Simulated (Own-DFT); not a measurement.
# How strain changes the stress of C40 NbSi2, 36 atoms (Nb12Si24)

These are calculations, not measurements. They come from Own-DFT, an in-house plane-wave density functional program, since retired, whose code no person has reviewed. Each row is one single-point run on a periodic cell that was not relaxed, without spin or spin-orbit coupling.

Settings of every run: PBEsol; PseudoDojo norm-conserving scalar-relativistic files, made for PBE; cutoff 42 hartree; 4 x 4 x 5 k mesh centred on Gamma; cold (Marzari-Vanderbilt) smearing of 0.2 eV.

Known limits: forces on such cells failed a check on a denser k mesh; stress not checked against mesh or cutoff.

Unstrained cell vectors in Å: (0.000, 8.324, 0.000); (-9.613, 0.000, 0.000); (0.000, 0.000, 6.586). The unstrained cell was taken from the Materials Project. The random moves and any unrelaxed bonds add to the pressure at no strain. Each run strains this cell uniformly, with the atoms carried along. Every atom was also moved at random, by a Gaussian of width 0.05 Å on each axis. Strain is the symmetric tensor, in per cent. Stress is positive in tension, and the pressure is minus a third of its trace.

```
run  e_xx (%)  e_yy (%)  e_zz (%)  e_yz (%)  e_xz (%)  e_xy (%)  s_xx (GPa)  s_yy (GPa)  s_zz (GPa)  s_yz (GPa)  s_xz (GPa)  s_xy (GPa)  P (GPa)  E (meV/atom)
  1     -0.15     -0.15     -1.95     -0.32     -0.35     -0.54       -0.76       -1.49      -10.84       -1.08       -1.01       -1.67     4.37          16.2
  2     -1.94     -1.27     -1.44     -0.80      0.89      0.75       -9.08       -6.38      -10.66       -3.13        2.92        3.35     8.71          21.1
  3     -0.68     -1.69      1.75     -0.50     -0.39     -0.65       -1.17       -4.49        5.27       -1.36       -1.11       -1.93     0.13           9.0
  4      1.41     -1.96     -0.33      1.54     -0.76     -0.23        4.76       -5.24       -2.48        5.32       -2.19       -0.77     0.98           0.0
  5     -0.17      1.69      0.30     -0.82     -0.39      1.87        1.19        7.33        2.11       -2.31       -1.12        5.13    -3.54          10.4
  6     -1.50     -0.09     -1.76     -1.61      0.14     -0.69       -5.78       -1.95      -10.48       -6.03        0.87       -2.50     6.07          10.1
  7     -0.73     -1.17     -1.07     -1.11      0.86      0.12       -2.65       -4.86       -7.26       -3.56        3.33        0.19     4.92           1.3
  8      0.14      0.85      1.14     -0.85      0.52     -1.82        2.33        4.51        5.01       -2.59        1.33       -5.27    -3.95          18.2
  9     -1.10     -1.23     -0.75      0.68      1.05     -1.93       -4.44       -4.54       -5.84        2.99        3.84       -6.24     4.94           0.0
 10     -0.49      1.24      0.51     -0.19     -1.76      0.73        0.62        5.81        1.83       -0.52       -6.10        2.35    -2.76           9.4
 11     -0.95     -1.02      1.34     -0.25      1.26     -1.45       -2.05       -1.68        4.19       -1.04        3.81       -4.19    -0.15           1.3
 12      1.92     -1.62      1.88     -1.98     -1.95     -1.73        7.56       -2.29        7.34       -5.64       -5.12       -4.88    -4.20          30.0
 13     -0.14      1.38     -0.40     -1.05      0.49      1.41        1.64        5.43       -1.62       -2.31        1.92        4.09    -1.82           7.1
 14      1.20     -0.20      0.70      1.58     -0.69      0.90        5.82        1.45        2.68        5.19       -2.35        2.65    -3.32          14.6
 15     -1.85      0.70     -1.23      1.37      0.70     -0.03       -5.96        1.44       -7.61        4.30        2.46        0.11     4.04           8.7
 16     -1.64      1.99     -0.98      1.34     -1.51     -0.21           ?           ?           ?           ?           ?           ?        ?             ?
```

E is the free energy for each atom above the lowest run shown.

## Worked fit

Each stress component was fitted by least squares to a constant and the strains of the runs shown, as fractions, with shears doubled. Shear strains stay in the fit of a normal stress only where such slopes are resolved. The slopes, in GPa:

| stress | at no strain | per e_xx | per e_yy | per e_zz | scatter |
|---|---|---|---|---|---|
| s_xx | 1.0 | 369 ± 14 | 70 ± 12 | 63 ± 13 | 0.52 |
| s_yy | 0.9 | 61 ± 9 | 362 ± 7 | 85 ± 8 | 0.33 |
| s_zz | -1.0 | 71 ± 12 | 81 ± 9 | 469 ± 10 | 0.43 |

Each shear stress against twice its own strain: yz 162 ± 7, xz 160 ± 7, xy 153 ± 7 GPa. These are stiffnesses along x, y and z of the frame in which the cell vectors are given, which need not be the crystal's axes. The atoms are held to the strained lattice; where symmetry lets them move under strain, relaxing them would lower some slopes. The table should be nearly symmetric about its diagonal, and what it lacks of that shows the noise. A ninth of its sum, 181 ± 5 GPa, estimates the bulk modulus near the mean pressure of these runs, 1.0 GPa.

## Withheld run

Question: what normal stresses and pressure should run 16 give?

The fit gives s_xx = -4.3, s_yy = 6.3, s_zz = -5.1 and P = 1.0 GPa. The calculation gave -4.10, 5.76, -4.74 and P = 1.02 GPa.
